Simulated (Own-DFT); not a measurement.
# Computed records: Hf36O71 (tetragonal hafnia with one neutral oxygen vacancy, atoms displaced)

Computed with Own-DFT development build. A calculation, not a measurement: plane-wave PBE and HSE06 DFT by an unreviewed code, no spin, of a simulated cell at Gamma alone, so results move with cell size and shape, stress positive in tension, energies less offsets, not probed for a lower state with spin; hafnium file: forces about 75 meV/angstrom off all-electron values; oxygen file: force components 24 meV/angstrom off all-electron in a glass; k mesh not checked against a denser one; forces and stress are PBE's, HSE06 gives the energy alone, and its difference from PBE has offsets of its own; offsets are fitted by least squares, one for each functional and potential file, so energies compare only between cells with the same atoms and settings and are not formation energies; the far tail of each file's local potential was reset to the Coulomb form; each entry is a single point on an unrelaxed cell, so the pressure reflects the starting lattice, taken from the Materials Project, from which strain is counted, and rises with the displacements; printed positions are rounded, which can move forces by about a meV/angstrom; the program is a retired in-house code; no spin-orbit coupling.

Common to all runs: first functional PBE; second functional HSE06; exact exchange share 0.25; screening 0.11 1/bohr; exchange divergence Gygi-Baldereschi; potential files PseudoDojo norm-conserving, scalar-relativistic, made for PBE, standard set; wave cutoff 48 hartree; occupations fixed; k mesh 1 x 1 x 1 centred on Gamma.

(1) 
```xyz
107
Lattice="10.7800 0.0000 0.0000 0.0000 10.7800 0.0000 0.0000 0.0000 10.4493" Properties=species:S:1:pos:R:3:force_x:R:1:force_y:R:1:force_z:R:1 formula=Hf36O71 PBE_energy_of_cell_above_offsets=-97.248 HSE06_less_PBE_above_offsets=0.037 PBE_pressure=2.33 PBE_stress_xx=-3.03 PBE_stress_yy=-1.13 PBE_stress_zz=-2.82 PBE_stress_yz=-0.94 PBE_stress_xz=0.27 PBE_stress_xy=-0.17
Hf    10.7747     0.0373     0.0611     -0.286     -1.967     -1.158
Hf     1.7303     1.8786     2.5649      1.861     -1.741      0.817
O      0.0095     1.8032     1.5857      -0.31     -0.036     -0.179
O      1.8111    10.6691     3.6525     -0.037      2.977     -0.269
O      0.0010     1.8216     4.2718      0.142     -1.185     -1.898
O      1.7876     0.0018     0.9956      0.299       0.27      0.344
Hf    10.7704     0.0098     5.2721       0.23      -0.59     -0.617
Hf     1.7752     1.6854     7.7666      0.793      1.629      0.234
O      0.0057     1.6860     6.7699     -0.281      0.812      0.962
O      1.7354    10.7758     8.8188      0.364     -0.359      0.232
O     10.7274     1.7419     9.5299      0.294      1.365     -1.145
O      1.8402    10.7735     6.2041     -0.555     -0.272      0.753
Hf     0.0501     3.5574    10.4013      0.155      1.119      0.581
Hf     1.8664     5.4248     2.6939     -0.534      -0.27     -1.678
O     10.6841     5.3375     1.6186      1.501      0.653     -0.361
O      1.8221     3.4928     3.6255      0.333      2.204      0.453
O      0.0290     5.2881     4.1495      0.103      1.223      0.816
O      1.7726     3.6277     1.0409      -0.26     -0.853      0.311
Hf    10.7478     3.5166     5.1918      0.088      1.172      0.899
Hf     1.7303     5.4253     7.7838      1.571     -0.944      1.084
O     10.7318     5.5372     6.8449      1.252      -0.31      -1.19
O      1.8311     3.6187     8.9221     -1.132     -0.667     -1.156
O      0.0013     5.3850     9.4161      0.007     -0.335     -0.273
O      1.7843     3.5741     6.2240     -0.932       0.54     -0.024
Hf    10.7282     7.1623    10.4090      0.304      0.738      0.983
Hf     1.8160     9.0291     2.5926      0.209      -0.48      0.157
O      0.0269     9.0111     1.6126     -0.851      0.025     -0.895
O      1.8392     7.2580     3.5686     -0.667     -1.527      1.036
O      0.0304     9.0347     4.0803     -1.046     -1.157      2.097
O      1.8401     7.1565     0.9948     -1.787     -0.192      0.098
Hf    10.7214     7.2207     5.1807      0.319      0.275     -0.341
Hf     1.7673     8.9925     7.7619     -0.203     -0.498        0.3
O      1.8190     7.1725     8.7812     -0.292       0.73        0.5
O     10.7148     9.0037     9.4111      0.429     -0.265     -0.042
O      1.7990     7.2320     6.2834     -1.114     -0.236     -1.101
Hf     3.5870     0.0070     0.0737       1.28     -0.169     -1.888
Hf     5.3626     1.8460     2.4998      0.914     -0.501       3.25
O      3.6158     1.8232     1.6541     -1.891     -0.386     -1.153
O      5.3915     0.0037     3.5829     -0.569       0.15       0.16
O      3.5367     1.7771     4.2886      0.426      0.443     -1.367
O      5.3801    10.7151     1.0429      0.357      0.986      0.003
Hf     3.6266    10.7504     5.1520      0.839     -0.457      0.103
Hf     5.3686     1.8572     7.7240     -0.525     -1.397      1.223
O      3.5701     1.8652     6.7008      0.087     -0.328      1.349
O      5.3965    10.7625     8.9357      0.458      0.833     -0.823
O      3.6555     1.8568     9.3954     -0.672     -2.052      0.281
O      5.4570     0.0619     6.2871      -1.29      -0.05     -0.635
Hf     3.6012     3.5913    10.4405     -0.638      1.181     -0.893
Hf     5.4203     5.3894     2.5816     -1.339      1.481     -0.501
O      3.5819     5.3134     1.5454      0.021      0.144      1.288
O      5.4494     3.6654     3.5804      -0.53     -1.372      0.713
O      3.6381     5.5056     4.1470     -1.006     -2.455      0.045
O      5.3509     3.5895     0.9429      1.324     -0.695      0.972
Hf     3.5813     3.5589     5.2270     -0.445      0.104      0.023
Hf     5.4303     5.3834     7.8054     -0.721      -0.92      1.624
O      3.5773     5.3136     6.7985      0.083      0.918     -0.039
O      5.3226     3.5720     8.8584      0.908      0.601     -0.957
O      3.6309     5.3793     9.4915     -0.061       0.85     -0.689
O      5.3407     3.6319     6.2872      0.995     -0.431     -0.557
Hf     3.5534     7.2272     0.0334      1.535      -1.17     -0.142
Hf     5.4505     8.9267     2.6041     -1.011      0.692      0.458
O      3.6176     8.9569     1.6591     -0.419      0.556     -0.982
O      5.3377     7.2356     3.6170      0.605     -1.435      1.192
O      3.5234     8.9520     4.2363      0.525     -0.185        0.3
O      5.3717     7.1924     1.0954      0.218      0.179     -1.105
Hf     3.5515     7.1249     5.2327      0.371      2.265     -0.047
Hf     5.3504     8.8431     7.8116      -0.25      2.538      1.012
O      3.5700     8.9514     6.7973      0.231      0.391      0.546
O      5.3988     7.1659     8.8875      0.314     -0.442     -0.454
O      3.6664     8.9699     9.4531     -0.601      0.743      0.043
O      5.3915     7.2855     6.3009      -0.13     -1.022     -0.288
Hf     7.1518     0.0205     0.0473     -0.603     -0.675     -1.824
Hf     9.0519     1.8136     2.5947     -1.728      0.236       1.25
O      7.1769     1.8820     1.7011      0.725     -0.383     -1.894
O      9.0050     0.0656     3.6398      0.089     -0.641     -0.149
O      7.1412     1.7614     4.2356     -0.016      0.598      0.572
O      8.9666     0.0483     1.0078     -0.291     -0.095      0.655
Hf     7.2137    10.7473     5.2522     -0.514      0.896     -0.573
Hf     8.8983     1.8405     7.9033      1.142     -1.206     -0.868
O      7.2656     1.7505     6.7896     -1.164       0.76       0.33
O      9.0084     0.0364     8.8401     -0.486     -0.801      0.151
O      7.3325     1.8990     9.4079     -0.652     -2.039      0.516
O      9.0303    10.7546     6.3037     -0.163     -1.021     -0.524
Hf     7.2447     3.5017     0.0828     -1.349      2.771      -0.58
Hf     8.9857     5.4063     2.6493     -0.717     -0.683     -0.657
O      7.1016     5.3861     1.6051      2.135     -0.227      0.228
O      8.9198     3.5505     3.6682      0.257      0.445     -0.525
O      7.2015     5.4239     4.2594     -0.314     -0.068      -0.42
O      8.9654     3.6217     1.0177      1.126     -0.649      0.159
Hf     7.1629     3.6433     5.2470      0.349     -1.303     -0.914
Hf     9.0867     5.3967     7.8489     -2.324       0.02      0.585
O      7.2203     5.3222     6.7777     -0.517      0.522       0.84
O      8.9743     3.6152     8.8018      0.738      0.589      0.594
O      7.2102     5.4259     9.5029     -0.122     -1.173     -0.799
O      8.9790     3.6425     6.1992      0.737     -0.167      0.603
Hf     7.2347     7.2208    10.3733       -1.3     -0.851      1.669
Hf     8.9798     9.0341     2.5792      0.394     -0.664       0.56
O      7.1722     8.9495     1.6236      1.083      0.831     -1.137
O      8.9340     7.1640     3.6147      0.795      0.985      0.535
O      7.1450     8.9756     4.1609      0.626     -0.125      0.783
O      8.9421     7.2473     1.0473      0.852     -0.126     -0.013
Hf     7.1381     7.1676     5.2495      0.171      0.716     -1.035
Hf     8.9373     8.9862     7.8282      0.879      1.014      0.644
O      7.1768     9.0842     6.8350      0.114      -0.86     -0.111
O      9.0375     7.1595     8.9782     -0.286      0.377      -1.51
O      7.1996     8.9809     9.4167      0.438      0.662       0.03
O      8.9249     7.1480     6.2223      0.532      0.899      0.428
```

Units: PBE_energy_of_cell_above_offsets, HSE06_less_PBE_above_offsets in eV; PBE_pressure, PBE_stress_xx, PBE_stress_yy, PBE_stress_zz, PBE_stress_yz, PBE_stress_xz, PBE_stress_xy in GPa; force_x, force_y, force_z in eV/Å.

(2) 
```xyz
107
Lattice="10.7800 0.0000 0.0000 0.0000 10.7800 0.0000 0.0000 0.0000 10.4493" Properties=species:S:1:pos:R:3:force_x:R:1:force_y:R:1:force_z:R:1 formula=Hf36O71 PBE_energy_of_cell_above_offsets=-100.852 HSE06_less_PBE_above_offsets=-0.125 PBE_pressure=0.55 PBE_stress_xx=-0.57 PBE_stress_yy=0.02 PBE_stress_zz=-1.09 PBE_stress_yz=-0.37 PBE_stress_xz=0.22 PBE_stress_xy=0.02
Hf    10.7694    10.7512    10.3889      0.713      1.549      0.736
Hf     1.7809     1.7813     2.6032       0.38     -0.631      0.519
O      0.0039     1.7838     1.6502       -0.5       0.75      -0.82
O      1.8256    10.7177     3.6106     -0.527      0.824     -0.388
O      0.0016     1.8099     4.2029      0.076      -0.41     -0.312
O      1.8240     0.0264     0.9855     -0.929     -0.005       0.07
Hf    10.7595     0.0127     5.2017      1.281      0.178      0.024
Hf     1.8198     1.8284     7.8456     -0.603     -0.658     -0.537
O      0.0260     1.7864     6.7453     -0.381     -0.136      0.766
O      1.7466     0.0203     8.8655       0.33     -0.268     -0.376
O     10.7324     1.8010     9.3880     -0.138      0.296      0.719
O      1.8215     0.0366     6.2475     -0.265     -0.582     -0.319
Hf    10.7514     3.6208     0.0866     -0.043     -0.688     -1.109
Hf     1.7792     5.4567     2.5772       0.45     -1.594      1.047
O     10.7750     5.3921     1.5569     -0.355      0.086     -0.084
O      1.8080     3.5535     3.5912      0.165      0.951      0.067
O      0.0515     5.4043     4.1908     -0.015     -0.028     -0.307
O      1.7971     3.6334     1.0384     -0.326     -0.144     -0.466
Hf    10.7781     3.5865     5.1926       0.27      0.186      0.633
Hf     1.8153     5.3990     7.8696     -0.374     -1.046     -0.742
O     10.7614     5.4538     6.7984      0.735     -0.439      0.519
O      1.7926     3.5938     8.8389       0.01      0.476      0.331
O     10.7132     5.3577     9.4220      0.395      0.407      0.738
O      1.8159     3.5875     6.2341     -0.338       0.33     -0.264
Hf    10.7696     7.1772     0.0513     -0.051      0.056     -1.345
Hf     1.7582     8.9177     2.5994      1.443       1.68      0.642
O     10.7689     8.9897     1.6145       0.23     -0.429     -0.673
O      1.8168     7.1976     3.6667     -0.179     -0.122     -0.478
O      0.0063     8.9811     4.2148      -0.02      0.167     -0.485
O      1.8368     7.2133     1.0407     -1.243     -0.263      0.375
Hf     0.0601     7.2230     5.2367     -1.661     -0.723      -0.17
Hf     1.8295     8.9493     7.8321     -0.697       1.21      0.254
O     10.7500     9.0034     6.8207      0.623      0.109      0.329
O      1.8013     7.1461     8.8802     -0.234      0.786       0.18
O      0.0128     9.0583     9.4218     -0.202     -2.469      0.028
O      1.7598     7.2301     6.2150      1.575      0.036      1.081
Hf     3.5891     0.0403     0.0151     -0.172     -0.656     -0.181
Hf     5.3714     1.7820     2.6145     -0.257     -0.385        0.4
O      3.5883     1.8193     1.5187      0.579     -0.135      0.732
O      5.3803    10.7544     3.6546      0.249      0.615     -0.241
O      3.5971     1.7607     4.2041      0.471      0.579     -0.328
O      5.4319    10.7439     1.0569      -0.55      0.807     -0.001
Hf     3.6355    10.7656     5.2429     -1.223      0.065     -0.194
Hf     5.4084     1.7928     7.8486      -0.44      0.375     -0.199
O      3.5448     1.8115     6.8129      1.518       0.14      0.058
O      5.3389    10.7661     8.8376      0.442      0.657      0.609
O      3.5955     1.8021     9.3986      0.139      0.101      0.059
O      5.3919     0.0073     6.3078     -0.065     -0.037      -0.18
Hf     3.6154     3.5651     0.0138     -1.102      0.468     -0.834
Hf     5.3939     5.3827     2.6303     -0.211       0.75     -0.695
O      3.5888     5.3805     1.5868      0.096      0.427      0.385
O      5.3442     3.6263     3.6505      0.263     -0.539     -0.196
O      3.5340     5.4401     4.2251      0.256     -1.132     -0.444
O      5.3319     3.6313     0.9716      1.967     -0.252      1.061
Hf     3.6080     3.6027     5.2212     -0.813     -0.462      0.233
Hf     5.4026     5.3856     7.8386     -0.064      0.201      0.213
O      3.6062     5.3728     6.8203     -0.538      0.256     -0.172
O      5.4251     3.6048     8.8771     -0.082     -0.599     -0.116
O      3.5927     5.3954     9.4340     -0.289     -0.293      0.217
O      5.3937     3.5784     6.2774     -0.148     -0.249     -0.426
Hf     3.5793     7.1606     0.0308      1.417       0.56     -0.939
Hf     5.4349     8.9914     2.5794     -1.089     -0.118      0.559
O      3.6075     9.0365     1.5805     -0.127     -0.449      0.398
O      5.3509     7.1884     3.5998      0.115     -0.217      0.225
O      3.5568     9.0232     4.2318      0.347     -1.271       0.28
O      5.4001     7.1682     0.9969        0.1     -0.111      0.075
Hf     3.5874     7.1476     5.2283      0.679      1.393      0.287
Hf     5.3673     9.0289     7.8292      0.422      -1.36      0.224
O      3.5885     8.9803     6.8566       0.18     -0.109     -0.322
O      5.3888     7.1284     8.8393     -0.039      1.469      0.264
O      3.5937     9.0372     9.4419     -0.226       -1.1     -0.014
O      5.4046     7.1622     6.2804     -0.275      0.149     -0.988
Hf     7.1726    10.7696     0.0418       0.87     -0.143     -0.411
Hf     8.9636     1.8115     2.5841      0.875     -0.897      1.013
O      7.2405     1.7962     1.5550     -1.274      0.858      0.059
O      8.9416    10.7793     3.6538      0.305     -0.098     -0.612
O      7.1744     1.7806     4.2083     -0.401      0.778     -0.403
O      9.0106     0.0166     1.0384     -0.538     -0.241     -0.228
Hf     7.1810     0.0251     5.2781      0.102     -0.709      -0.92
Hf     9.0359     1.6839     7.8295      0.209      1.872     -0.346
O      7.1975     1.7698     6.7796     -0.051     -0.118      0.509
O      8.9658    10.7565     8.8883      0.037     -0.364     -0.386
O      7.1913     1.7642     9.4241     -0.325      0.092      0.183
O      8.9917     0.0040     6.1815     -0.172      0.135      1.307
Hf     7.2136     3.5554     0.0139      0.097      0.535     -0.997
Hf     8.9710     5.3555     2.6142      0.306      0.481      0.883
O      7.2282     5.3892     1.6087     -0.468     -0.598     -0.217
O      9.0032     3.5911     3.6568     -0.239      0.151     -0.954
O      7.2210     5.4197     4.1978     -0.311     -0.922     -0.191
Hf     7.1522     3.5923     5.2355      0.989      -0.01      0.598
Hf     8.9948     5.3815     7.8617     -0.089      -0.72     -0.911
O      7.1508     5.3704     6.8414      1.019      -0.07     -0.573
O      8.9541     3.5821     8.8303     -0.259     -0.626      0.753
O      7.1932     5.4094     9.4110      0.181     -0.644      0.825
O      8.9903     3.5595     6.2395     -0.332      0.267     -0.418
Hf     7.2117     7.1771    10.4249      -0.89     -0.058     -0.332
Hf     8.9977     8.9498     2.5996     -0.842      0.826       0.92
O      7.1569     8.9790     1.5665      1.173     -0.075      0.047
O      8.9899     7.2030     3.6534      0.013     -0.524     -0.744
O      7.2160     8.9666     4.2022     -0.415      0.193     -0.157
O      8.9909     7.2106     1.0090      0.096        0.1      0.226
Hf     7.2087     7.1781     5.1931      0.302      0.779      1.052
Hf     8.9772     8.9709     7.8384     -0.143     -0.765     -0.556
O      7.1816     8.9884     6.7660      0.165      0.209      0.831
O      9.0037     7.1358     8.8412      0.043      1.556      0.599
O      7.1846     8.9928     9.4472      0.051     -0.239     -0.328
O      9.0412     7.2125     6.2425     -1.206      0.008     -0.102
```

Units: PBE_energy_of_cell_above_offsets, HSE06_less_PBE_above_offsets in eV; PBE_pressure, PBE_stress_xx, PBE_stress_yy, PBE_stress_zz, PBE_stress_yz, PBE_stress_xz, PBE_stress_xy in GPa; force_x, force_y, force_z in eV/Å.
